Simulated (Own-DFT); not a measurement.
# Point defects and the pressure they add: C40 NbSi2

Calculated, not measured: single-point runs of Own-DFT, a retired in-house plane-wave DFT program that no person has reviewed, on unrelaxed cells, without spin or spin-orbit coupling.

Method: PBE; PseudoDojo norm-conserving scalar-relativistic files; cutoff 42 hartree; 4 x 4 x 5 k mesh centred on Gamma; cold (Marzari-Vanderbilt) smearing of 0.2 eV.

Limits: forces on such cells failed a check on a denser k mesh; stress not checked against mesh or cutoff.

All runs share one cell, with vectors in Å (0.000, 8.324, 0.000); (-9.613, 0.000, 0.000); (0.000, 0.000, 6.586) and a volume of 527.0 Å³. The atoms are randomly displaced, by u rms on each axis. The defect's site can differ from row to row.

```
cell,formula,u (Å),P (GPa)
no defect,Nb12Si24,0.0200,1.50
no defect,Nb12Si24,0.0523,2.75
no defect,Nb12Si24,0.0562,2.79
two Nb on a Si site each,Nb14Si22,0.0262,7.35
two Nb on a Si site each,Nb14Si22,0.0301,7.58
two Nb on a Si site each,Nb14Si22,0.0466,8.69
two Si on a Nb site each,Nb10Si26,0.0263,1.41
two Si on a Nb site each,Nb10Si26,0.0515,2.32
two Si on a Nb site each,Nb10Si26,0.0534,2.48
one Si vacancy,Nb12Si23,0.0277,0.94
one Si vacancy,Nb12Si23,0.0292,?
one Si vacancy,Nb12Si23,0.0460,1.49
one Si vacancy,Nb12Si23,0.0482,1.29
```

## Fit

P = P0 + c u² + a shift for each defect gives P0 = 1.27 GPa, c = 510 ± 67 GPa/Å² and a scatter of 0.21 GPa. The shifts, and each times the cell's volume:

- two Nb on a Si site each: 5.96 ± 0.18 GPa, 19.6 eV (9.8 eV for each of its 2 sites)
- two Si on a Nb site each: -0.26 ± 0.17 GPa, -0.8 eV (-0.4 eV for each of its 2 sites) (not resolved)
- one Si vacancy: -0.92 ± 0.17 GPa, -3.0 eV

Against the defect-free cell, a freed cell would be larger where the shift is positive and smaller where it is negative (160.2 GPa Å³ is 1 eV). The atoms around the defects weren't relaxed, which would change these numbers.

## Check

Asked: what pressure belongs in the blank (one Si vacancy, u = 0.0292 Å)?

Estimate: 0.79 ± 0.25 GPa. The run itself gave 1.07 GPa.
